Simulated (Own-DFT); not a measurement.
# Response to strain: wurtzite GaN, 72 atoms (Ga36N36)

These are calculations, not measurements. They come from Own-DFT, an in-house plane-wave density functional program, since retired, whose code no person has reviewed. Each row is one single-point run on a periodic cell that was not relaxed, without spin or spin-orbit coupling.

Settings of every run: PBE; PseudoDojo norm-conserving scalar-relativistic files (stringent for Ga); cutoff 96 hartree; 4 x 4 x 3 k mesh centred on Gamma; Gaussian smearing of 0.01 eV.

Known limits: forces not confirmed at this smearing and k mesh; stress not checked against mesh or cutoff.

Unstrained cell vectors in Å: (9.567, 0.000, 0.000); (-4.784, 8.285, 0.000); (0.000, 0.000, 10.370). The unstrained cell has measured lattice constants (interpolated for alloys), not those of this functional. That, the random moves and any unrelaxed bonds set the pressure at no strain. Each run strains this cell uniformly, with the atoms carried along. Every atom was also moved at random, by a Gaussian of width 0.05 Å on each axis. Strain is the symmetric tensor, in per cent. Stress is positive in tension, and the pressure is minus a third of its trace.

| run | e_xx (%) | e_yy (%) | e_zz (%) | e_yz (%) | e_xz (%) | e_xy (%) | s_xx (GPa) | s_yy (GPa) | s_zz (GPa) | s_yz (GPa) | s_xz (GPa) | s_xy (GPa) | P (GPa) | E (meV/atom) |
|---|---|---|---|---|---|---|---|---|---|---|---|---|---|---|
| 1 | 0.96 | 0.15 | -0.69 | -1.00 | 0.81 | 0.81 | -2.33 | -6.22 | -10.35 | -3.44 | 1.33 | 1.95 | 6.30 | 7.9 |
| 2 | 0.26 | 1.89 | 0.19 | -1.63 | 0.64 | 0.78 | -4.40 | -0.41 | -4.72 | -3.54 | 0.79 | 1.29 | 3.18 | 12.5 |
| 3 | -0.15 | 0.93 | -1.73 | -0.72 | 1.89 | -1.42 | -8.53 | -3.85 | -14.25 | -0.65 | 3.88 | -5.56 | 8.87 | 13.9 |
| 4 | -1.23 | -0.42 | -0.43 | -1.99 | -0.08 | 0.08 | -13.66 | -10.71 | -10.23 | -4.12 | 0.94 | -0.72 | 11.53 | 26.1 |
| 5 | 0.57 | -0.55 | -0.68 | 0.37 | 1.69 | -1.01 | -5.32 | -8.63 | -10.92 | 0.01 | 3.19 | -1.53 | 8.29 | 11.6 |
| 6 | 0.69 | -1.53 | 0.23 | 0.00 | -1.18 | 0.61 | -4.25 | -11.72 | -9.13 | -0.99 | -2.67 | 1.14 | 8.37 | 15.3 |
| 7 | -1.41 | -0.30 | 1.16 | -1.97 | 1.02 | 0.63 | -12.27 | -9.08 | -2.92 | -4.09 | 1.37 | 1.35 | 8.09 | 3.7 |
| 8 | -1.99 | 1.84 | -1.21 | -0.71 | 0.25 | 0.85 | -14.53 | -2.83 | -13.31 | -1.10 | 0.23 | 2.75 | 10.22 | 33.4 |
| 9 | -0.13 | -1.15 | 1.11 | -1.14 | -0.04 | -0.03 | -10.18 | -9.54 | -3.39 | -1.71 | -0.32 | -0.28 | 7.70 | 17.2 |
| 10 | 1.96 | 0.63 | -0.84 | -1.69 | -1.23 | 0.00 | 2.41 | -2.89 | -11.00 | -3.68 | -2.50 | -0.22 | 3.82 | 0.0 |
| 11 | 0.05 | 0.13 | -0.21 | -0.61 | 0.06 | 1.47 | -6.42 | -6.77 | -8.87 | -1.73 | -0.19 | 5.15 | 7.35 | 17.4 |
| 12 | 0.82 | 1.81 | -1.90 | -0.72 | -1.22 | -1.11 | -1.27 | -1.65 | -14.63 | -1.75 | -2.26 | -2.88 | 5.85 | 10.9 |
| 13 | 0.28 | -0.85 | 1.31 | 1.57 | -0.06 | 0.35 | -5.53 | -9.24 | -2.59 | 3.53 | -0.60 | 1.52 | 5.79 | 7.7 |
| 14 | 1.10 | 1.48 | 1.99 | 0.61 | 1.11 | -1.76 | 0.46 | -0.17 | 3.04 | 0.85 | 1.72 | -4.48 | -1.11 | 0.5 |
| 15 | -1.37 | -1.58 | -1.79 | 1.69 | -0.06 | 1.03 | -17.18 | -17.56 | -18.12 | 3.47 | -0.10 | 3.90 | 17.62 | 51.5 |
| 16 | -0.48 | -0.63 | -0.74 | 0.79 | 1.42 | 0.11 | -9.70 | -10.12 | -13.10 | 1.31 | 4.16 | 1.84 | 10.97 | 14.5 |
| 17 | 0.92 | -0.36 | -1.54 | 0.85 | -0.87 | -0.01 | ? | ? | ? | ? | ? | ? | ? | ? |

E is the free energy for each atom above the lowest run shown.

## Worked fit

Each stress component was fitted by least squares to a constant and the strains of the runs shown, as fractions, with shears doubled. Shear strains stay in the fit of a normal stress only where such slopes are resolved. The slopes, in GPa:

```
stress,at no strain,per e_xx,per e_yy,per e_zz,scatter
s_xx,-7.0,473 ± 23,113 ± 21,51 ± 21,0.94
s_yy,-7.2,112 ± 22,365 ± 20,69 ± 20,0.89
s_zz,-7.9,32 ± 16,100 ± 14,467 ± 15,0.64
```

Each shear stress against twice its own strain: yz 102 ± 7, xz 100 ± 9, xy 151 ± 14 GPa. These are stiffnesses along x, y and z of the frame in which the cell vectors are given, which need not be the crystal's axes. The atoms are held to the strained lattice; where symmetry lets them move under strain, relaxing them would lower some slopes. The table should be nearly symmetric about its diagonal, and what it lacks of that shows the noise. A ninth of its sum, 198 ± 5 GPa, estimates the bulk modulus near the mean pressure of these runs, 7.7 GPa, so it lies above the value at zero pressure.

## Withheld run

Question: what normal stresses and pressure should run 17 give?

The fit gives s_xx = -3.8, s_yy = -8.5, s_zz = -15.2 and P = 9.2 GPa. The calculation gave -3.02, -9.82, -15.23 and P = 9.36 GPa.
